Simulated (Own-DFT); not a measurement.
## Calculated data, Hf₃₂O₆₃ (monoclinic hafnia with one vacancy, atoms displaced)

Computed with Own-DFT development build. A calculation, not a measurement: plane-wave PBE density functional theory by an unreviewed code, no spin, of a simulated periodic cell, stress positive in tension, free energy of the whole cell less one offset for each atom, defect cell not probed for a lower state with spin; hafnium file: forces about 75 meV/angstrom off all-electron values; oxygen file: force components 24 meV/angstrom off all-electron in one glass; forces on such cells passed a denser k mesh, this cell's mesh not checked; offsets are fitted by least squares, one for each functional and potential file, so energies compare only between cells with the same atoms and settings and are not formation energies; the far tail of each file's local potential was reset to the Coulomb form; each entry is a single point on an unrelaxed cell, so the pressure reflects the starting lattice, mostly measured values, from which strain is counted, and rises with the displacements; printed positions are rounded, which can move forces by about a meV/angstrom; the program is a retired in-house code; no spin-orbit coupling; before rounding, a Quantum ESPRESSO 7.3.1 run of the same cell and cutoff gave forces within 1 meV/angstrom rms on each cell, which checks the program and not the settings.

Settings shared by all entries: functional PBE; potential files PseudoDojo norm-conserving, scalar-relativistic, standard set; wave cutoff 72 hartree; occupations Fermi-Dirac; smearing width 0.1 eV; k mesh 2 x 2 x 2 centred on Gamma.

(1) Hf₃₂O₆₃ (monoclinic hafnia with one vacancy, atoms displaced)

```cif
# cell vector a (Å): 10.2340 0.0000 0.0000
# cell vector b (Å): 0.0000 10.3500 0.0000
# cell vector c (Å): -1.6955 0.0000 10.4453
data_Hf32O63
_symmetry_space_group_name_H-M 'P 1'
_symmetry_Int_Tables_number 1
_cell_length_a 10.2340
_cell_length_b 10.3500
_cell_length_c 10.5820
_cell_angle_alpha 90.000
_cell_angle_beta 99.220
_cell_angle_gamma 90.000
_cell_volume 1106.39
loop_
_atom_site_label
_atom_site_type_symbol
_atom_site_fract_x
_atom_site_fract_y
_atom_site_fract_z
_atom_site_occupancy
Hf1 Hf 0.14309 0.01545 0.11163 1
Hf2 Hf 0.35470 0.26329 0.14649 1
Hf3 Hf 0.36052 0.48466 0.39192 1
Hf4 Hf 0.14056 0.22951 0.36117 1
O1 O 0.03260 0.15811 0.17083 1
O2 O 0.45609 0.41709 0.08501 1
O3 O 0.46176 0.33621 0.33274 1
O4 O 0.03470 0.07881 0.42047 1
O5 O 0.27459 0.12544 0.01477 1
O6 O 0.28435 0.11414 0.26624 1
O7 O 0.22522 0.36975 0.49092 1
Hf5 Hf 0.13873 0.02456 0.60421 1
Hf6 Hf 0.36459 0.27088 0.64207 1
Hf7 Hf 0.35930 0.47252 0.88564 1
Hf8 Hf 0.13886 0.22905 0.84665 1
O8 O 0.03640 0.16559 0.67352 1
O9 O 0.46424 0.41319 0.57650 1
O10 O 0.45721 0.33966 0.83077 1
O11 O 0.03155 0.08886 0.92863 1
O12 O 0.22913 0.37526 0.73408 1
O13 O 0.27739 0.13214 0.50603 1
O14 O 0.26760 0.11300 0.76383 1
O15 O 0.22389 0.37259 0.98873 1
Hf9 Hf 0.12803 0.51194 0.10006 1
Hf10 Hf 0.37100 0.77339 0.16038 1
Hf11 Hf 0.36245 0.98278 0.39893 1
Hf12 Hf 0.13215 0.72792 0.35283 1
O16 O 0.03849 0.66767 0.17634 1
O17 O 0.46173 0.91764 0.07396 1
O18 O 0.45781 0.83160 0.32565 1
O19 O 0.04356 0.58356 0.42030 1
O20 O 0.22042 0.88007 0.24335 1
O21 O 0.28750 0.62717 0.01745 1
O22 O 0.26739 0.62462 0.25410 1
O23 O 0.22244 0.88017 0.49308 1
Hf13 Hf 0.14287 0.52579 0.61678 1
Hf14 Hf 0.35578 0.76784 0.65215 1
Hf15 Hf 0.37271 0.97781 0.89678 1
Hf16 Hf 0.14131 0.72511 0.85618 1
O24 O 0.03900 0.66273 0.68017 1
O25 O 0.46940 0.91969 0.58468 1
O26 O 0.46268 0.83356 0.82989 1
O27 O 0.03300 0.58780 0.92549 1
O28 O 0.22324 0.88661 0.74123 1
O29 O 0.27668 0.62548 0.51663 1
O30 O 0.27181 0.61340 0.75873 1
O31 O 0.23056 0.86986 0.00195 1
Hf17 Hf 0.63919 0.01820 0.10970 1
Hf18 Hf 0.85578 0.26669 0.14637 1
Hf19 Hf 0.86042 0.48477 0.39299 1
Hf20 Hf 0.63879 0.23448 0.35493 1
O32 O 0.54788 0.16638 0.17482 1
O33 O 0.96484 0.41901 0.08912 1
O34 O 0.96821 0.33341 0.32843 1
O35 O 0.53957 0.09218 0.42855 1
O36 O 0.72519 0.37847 0.24511 1
O37 O 0.78618 0.12637 0.01400 1
O38 O 0.78201 0.12234 0.25859 1
O39 O 0.73329 0.37010 0.48951 1
Hf21 Hf 0.63533 0.02699 0.60119 1
Hf22 Hf 0.86811 0.26376 0.64163 1
Hf23 Hf 0.86734 0.48680 0.89192 1
Hf24 Hf 0.64401 0.24046 0.86602 1
O40 O 0.52926 0.16299 0.67171 1
O41 O 0.95777 0.42120 0.57585 1
O42 O 0.96111 0.34192 0.83057 1
O43 O 0.54261 0.07478 0.92664 1
O44 O 0.71665 0.37521 0.73611 1
O45 O 0.77488 0.13443 0.50701 1
O46 O 0.77779 0.12226 0.76385 1
O47 O 0.73161 0.37449 0.99101 1
Hf25 Hf 0.63548 0.51615 0.09928 1
Hf26 Hf 0.85749 0.76868 0.13773 1
Hf27 Hf 0.86748 0.98399 0.39153 1
Hf28 Hf 0.63252 0.73310 0.35176 1
O48 O 0.54061 0.66129 0.17302 1
O49 O 0.97335 0.90957 0.08867 1
O50 O 0.95269 0.83539 0.32498 1
O51 O 0.54189 0.58631 0.43192 1
O52 O 0.72616 0.88593 0.24382 1
O53 O 0.77568 0.62886 0.00558 1
O54 O 0.77454 0.62046 0.24944 1
O55 O 0.72555 0.87316 0.48807 1
Hf29 Hf 0.64354 0.52930 0.60818 1
Hf30 Hf 0.86003 0.76499 0.65069 1
Hf31 Hf 0.86587 0.97789 0.89450 1
Hf32 Hf 0.65091 0.73174 0.85062 1
O56 O 0.53912 0.66715 0.66451 1
O57 O 0.96444 0.91833 0.57080 1
O58 O 0.96092 0.83144 0.83063 1
O59 O 0.53660 0.58115 0.91237 1
O60 O 0.72010 0.88287 0.73552 1
O61 O 0.77240 0.62671 0.51167 1
O62 O 0.79062 0.62376 0.76751 1
O63 O 0.73038 0.88067 0.98872 1
```

* free energy of cell above offsets: -89.892 eV
* pressure: 5.01 GPa
* stress xx: -4.73 GPa
* stress yy: -5.32 GPa
* stress zz: -4.97 GPa
* stress yz: -0.99 GPa
* stress xz: -0.55 GPa
* stress xy: 0.67 GPa

Force:
```tsv
element	x (eV/Å)	y (eV/Å)	z (eV/Å)
Hf	-0.718	0.356	-1.1
Hf	1.004	1.232	0.07
Hf	0.176	-0.669	0.648
Hf	-0.747	0.373	-1.698
O	0.184	1.051	1.001
O	1.238	-0.082	-0.559
O	0.026	-0.287	-0.498
O	1.534	1.359	0.27
O	0.377	0.56	-0.417
O	-0.351	1.232	-0.61
O	-0.13	0.432	-0.75
Hf	0.018	-1.797	-0.448
Hf	0.7	0.019	-0.444
Hf	-0.875	2.863	4.011
Hf	-0.855	-0.763	2.687
O	-0.286	0.533	-0.253
O	0.575	0.755	0.144
O	3.099	-3.323	-0.602
O	0.583	0.082	-0.861
O	-1.279	0.074	0.393
O	-0.218	-0.27	0.885
O	0.88	1.324	-0.39
O	-0.611	-0.702	-0.442
Hf	2.728	1.802	1.535
Hf	-2.476	-1.427	-4.719
Hf	-0.154	-0.397	1.066
Hf	-0.083	1.398	-0.373
O	-1.097	-0.144	-0.841
O	1.166	-0.153	1.559
O	1.444	0.593	2.189
O	-1.361	-0.874	0.964
O	0.599	-0.315	1.008
O	-1.006	0.015	-1.46
O	0.684	-1.22	1.557
O	0.524	-1.152	-0.1
Hf	-0.928	-2.318	-3.891
Hf	1.511	1.771	-1.037
Hf	-2.002	0.345	0.571
Hf	0.685	1.965	2.355
O	-1.105	0.936	-0.169
O	-1.137	-0.922	-0.59
O	1.326	-1.769	-0.665
O	0.621	0.067	-0.102
O	-0.117	-1.971	0.2
O	0.258	0.801	0.066
O	0.666	1.321	0.691
O	-0.461	-0.441	-1.492
Hf	0.506	0.343	-0.579
Hf	1.971	-0.427	1.008
Hf	0.864	-1.077	0.179
Hf	0.138	0.217	0.267
O	-1.607	0.812	-0.098
O	-0.88	-0.331	-0.944
O	-0.09	0.178	0.282
O	-1.299	-0.941	-0.899
O	-0.133	0.456	-1.071
O	-1.123	0.643	-0.347
O	-0.275	0.43	0.331
O	-0.791	0.424	-0.264
Hf	0.742	-0.458	0.759
Hf	-2.023	1.85	0.102
Hf	-0.949	-1.971	1.215
Hf	-0.256	-2.256	-2.198
O	0.109	0.688	1.163
O	1.389	0.257	0.872
O	1.389	-1.187	-0.732
O	0.672	1.817	-0.752
O	0.239	0.493	0.625
O	0.445	-0.404	0.328
O	-0.233	0.394	-0.158
O	-0.506	-0.026	0.14
Hf	-0.926	0.137	0.261
Hf	1.048	0.725	1.852
Hf	-1.704	-0.96	0.609
Hf	1.916	-0.278	0.87
O	-0.777	0.984	0.329
O	-0.489	0.183	-1.33
O	1.7	-1.59	-0.076
O	-0.971	0.037	-1.437
O	-0.971	-1.061	-0.973
O	-0.148	0.325	-0.267
O	-0.022	0.033	1.035
O	-0.4	-0.511	0.043
Hf	-0.832	-3.195	-0.886
Hf	1.012	2.745	-2.043
Hf	0.17	1.778	0.802
Hf	-2.653	0.437	0.724
O	-0.571	1.229	1.53
O	0.007	-0.778	1.628
O	0.973	-0.881	-0.349
O	0.442	0.072	0.244
O	0.575	-1.195	0.528
O	1.2	0.835	0.02
O	-0.932	0.44	-1.435
O	-0.551	-1.7	-0.27
```

(2) Hf₃₂O₆₃ (monoclinic hafnia with one vacancy, atoms displaced)

```cif
# cell vector a (Å): 10.2340 0.0000 0.0000
# cell vector b (Å): 0.0000 10.3500 0.0000
# cell vector c (Å): -1.6955 0.0000 10.4453
data_Hf32O63
_symmetry_space_group_name_H-M 'P 1'
_symmetry_Int_Tables_number 1
_cell_length_a 10.2340
_cell_length_b 10.3500
_cell_length_c 10.5820
_cell_angle_alpha 90.000
_cell_angle_beta 99.220
_cell_angle_gamma 90.000
_cell_volume 1106.39
loop_
_atom_site_label
_atom_site_type_symbol
_atom_site_fract_x
_atom_site_fract_y
_atom_site_fract_z
_atom_site_occupancy
Hf1 Hf 0.14342 0.02318 0.10372 1
Hf2 Hf 0.35912 0.28818 0.14502 1
Hf3 Hf 0.36565 0.48047 0.39641 1
Hf4 Hf 0.13820 0.22569 0.35955 1
O1 O 0.03827 0.16383 0.17485 1
O2 O 0.45980 0.41587 0.06511 1
O3 O 0.45842 0.32860 0.32906 1
O4 O 0.04479 0.08895 0.43019 1
O5 O 0.22285 0.37946 0.24147 1
O6 O 0.26335 0.12386 0.01396 1
O7 O 0.27733 0.11384 0.25218 1
O8 O 0.22775 0.37528 0.49776 1
Hf5 Hf 0.14464 0.02674 0.59601 1
Hf6 Hf 0.36119 0.27827 0.64045 1
Hf7 Hf 0.36418 0.48170 0.89415 1
Hf8 Hf 0.13505 0.23444 0.85174 1
O9 O 0.04549 0.17078 0.67881 1
O10 O 0.46441 0.34016 0.83361 1
O11 O 0.04049 0.08106 0.93097 1
O12 O 0.23040 0.37103 0.74317 1
O13 O 0.27716 0.13397 0.50167 1
O14 O 0.27646 0.12085 0.75628 1
O15 O 0.22613 0.36881 0.98809 1
Hf9 Hf 0.13918 0.52300 0.10094 1
Hf10 Hf 0.36197 0.76774 0.14597 1
Hf11 Hf 0.36121 0.97502 0.39443 1
Hf12 Hf 0.13403 0.72844 0.35643 1
O16 O 0.03830 0.66656 0.17364 1
O17 O 0.46737 0.91682 0.07697 1
O18 O 0.45656 0.82954 0.33063 1
O19 O 0.03233 0.58214 0.42716 1
O20 O 0.22570 0.87126 0.23775 1
O21 O 0.26929 0.62676 0.01655 1
O22 O 0.27663 0.62604 0.25559 1
O23 O 0.23211 0.87367 0.47852 1
Hf13 Hf 0.13601 0.52087 0.61003 1
Hf14 Hf 0.36086 0.77272 0.64331 1
Hf15 Hf 0.35688 0.98162 0.89285 1
Hf16 Hf 0.14334 0.72721 0.85013 1
O24 O 0.03346 0.66415 0.67181 1
O25 O 0.46966 0.91293 0.57818 1
O26 O 0.46064 0.83443 0.82769 1
O27 O 0.04386 0.57959 0.92058 1
O28 O 0.22663 0.87589 0.73782 1
O29 O 0.27735 0.62038 0.51119 1
O30 O 0.27140 0.62042 0.75984 1
O31 O 0.22242 0.87160 0.00279 1
Hf17 Hf 0.63356 0.01654 0.10451 1
Hf18 Hf 0.86802 0.26821 0.14383 1
Hf19 Hf 0.86616 0.47589 0.39923 1
Hf20 Hf 0.63483 0.22344 0.35909 1
O32 O 0.53068 0.16117 0.18002 1
O33 O 0.95929 0.41610 0.08164 1
O34 O 0.95668 0.33676 0.32288 1
O35 O 0.53979 0.08293 0.42969 1
O36 O 0.73033 0.38368 0.24423 1
O37 O 0.77583 0.13262 0.01460 1
O38 O 0.77092 0.12175 0.25559 1
O39 O 0.72692 0.37314 0.49404 1
Hf21 Hf 0.64226 0.02260 0.61119 1
Hf22 Hf 0.86270 0.27141 0.65020 1
Hf23 Hf 0.86091 0.47251 0.90153 1
Hf24 Hf 0.63295 0.22057 0.85478 1
O40 O 0.52961 0.16587 0.66500 1
O41 O 0.96315 0.41507 0.58388 1
O42 O 0.96820 0.33028 0.82065 1
O43 O 0.53997 0.08153 0.93163 1
O44 O 0.72150 0.37815 0.73918 1
O45 O 0.78206 0.13255 0.51018 1
O46 O 0.77322 0.12118 0.75633 1
O47 O 0.72345 0.36700 0.98235 1
Hf25 Hf 0.63576 0.51819 0.10304 1
Hf26 Hf 0.86689 0.77302 0.14831 1
Hf27 Hf 0.86200 0.98359 0.39736 1
Hf28 Hf 0.64299 0.72569 0.35828 1
O48 O 0.53235 0.67115 0.16549 1
O49 O 0.95339 0.91829 0.07665 1
O50 O 0.96975 0.83217 0.32886 1
O51 O 0.53067 0.57516 0.42840 1
O52 O 0.72694 0.87854 0.24799 1
O53 O 0.77171 0.63099 0.00978 1
O54 O 0.78239 0.62130 0.26012 1
O55 O 0.72708 0.87705 0.49584 1
Hf29 Hf 0.63993 0.52184 0.60059 1
Hf30 Hf 0.85818 0.77326 0.64208 1
Hf31 Hf 0.86003 0.97602 0.88310 1
Hf32 Hf 0.63101 0.73041 0.85575 1
O56 O 0.54083 0.66553 0.67277 1
O57 O 0.95288 0.91305 0.57295 1
O58 O 0.96565 0.83980 0.83138 1
O59 O 0.53287 0.58475 0.92669 1
O60 O 0.72315 0.87858 0.73445 1
O61 O 0.77888 0.62137 0.51431 1
O62 O 0.77573 0.62161 0.75955 1
O63 O 0.71644 0.87121 0.99166 1
```

* free energy of cell above offsets: -90.731 eV
* pressure: 5.55 GPa
* stress xx: -6.05 GPa
* stress yy: -5.43 GPa
* stress zz: -5.17 GPa
* stress yz: 0.57 GPa
* stress xz: -0.06 GPa
* stress xy: -0.42 GPa

Force:
```tsv
element	x (eV/Å)	y (eV/Å)	z (eV/Å)
Hf	-1.461	-1.748	1.125
Hf	0.029	-4.196	0.628
Hf	-1.679	-0.435	-0.005
Hf	1.097	2.073	-2.556
O	-0.632	0.76	0.88
O	1.31	0.475	1.668
O	0.472	0.574	0.234
O	-2.339	-1.253	-0.572
O	-0.314	0.311	-0.28
O	2.867	1.783	-1.308
O	-0.287	0.685	1.62
O	-0.023	-0.744	-0.71
Hf	-0.612	-0.576	2.347
Hf	0.637	-0.029	0.514
Hf	-0.976	-0.12	-0.476
Hf	1.18	-2.014	1.48
O	-0.839	-1.117	-1.859
O	1.238	-1.609	-1.342
O	-1.493	0.469	-2.034
O	-0.599	1.365	-0.599
O	0.307	-0.158	1.07
O	0.562	-0.504	0.151
O	-0.491	0.746	0.209
Hf	-0.773	-0.11	1.176
Hf	-0.861	1.121	0.138
Hf	1.371	1.091	-1.584
Hf	1.389	-0.666	-1.049
O	-0.422	-0.159	-0.124
O	-1.061	-0.56	-0.244
O	2.161	-1.003	0.203
O	0.715	0.313	0.183
O	-0.707	0.746	0.505
O	1.479	0.468	-1.377
O	-0.081	-1.13	0.982
O	-1.607	-0.495	2.015
Hf	0.306	-0.628	-0.797
Hf	1.216	-0.699	-0.424
Hf	-0.102	0.065	1.589
Hf	-1.571	0.723	1.381
O	-0.307	0.885	0.358
O	-0.403	-0.021	0.378
O	-0.07	-0.053	-0.217
O	-1.237	-0.343	-0.378
O	-0.577	0.469	-0.457
O	-0.327	1.424	0.512
O	0.645	0.009	0.048
O	0.792	-0.848	-2.616
Hf	1.155	0.734	1.212
Hf	-1.643	-0.73	0.66
Hf	-1.136	0.178	-0.67
Hf	0.487	0.852	-1.185
O	-0.419	0.823	-0.375
O	1.255	1.008	-0.999
O	2.395	-1.546	1.031
O	-0.409	-0.544	-0.061
O	-1.251	-0.218	-1.08
O	-0.063	-0.605	-1.272
O	0.453	-0.246	1.299
O	-0.429	-0.576	-0.342
Hf	-0.736	-0.116	-2.047
Hf	-0.514	0.261	-1.166
Hf	-0.161	1.519	-1.44
Hf	0.358	1.801	0.159
O	-0.062	0.52	1.146
O	0.894	0.268	-0.261
O	-1.248	1.305	1.492
O	-1.488	0.025	-1.767
O	0.274	-0.218	0.148
O	0.05	-0.493	0.15
O	0.085	0.009	0.571
O	-0.503	0.388	0.682
Hf	1.191	0.584	0.67
Hf	-0.71	-0.14	-0.729
Hf	-0.604	-0.406	-0.932
Hf	-0.497	0.688	-1.017
O	1.549	-1.2	1.201
O	0.778	0.382	-0.18
O	-0.683	1.072	0.471
O	1.63	1.487	-0.801
O	-0.176	-0.377	0.185
O	0.26	-0.638	0.061
O	-1.156	0.186	0.689
O	-0.822	-1.165	-1.334
Hf	0.053	-1.33	1.849
Hf	-0.16	-1.604	1.216
Hf	0.085	0.939	3.84
Hf	1.431	-0.538	0.271
O	-1.47	0.591	-0.093
O	2.987	1.68	0.364
O	1.2	-1.598	-1.274
O	-0.002	0.44	-0.594
O	-0.216	-0.169	0.896
O	-0.413	1.612	-0.791
O	0.159	-0.146	0.699
O	0.322	-0.08	-0.941
```
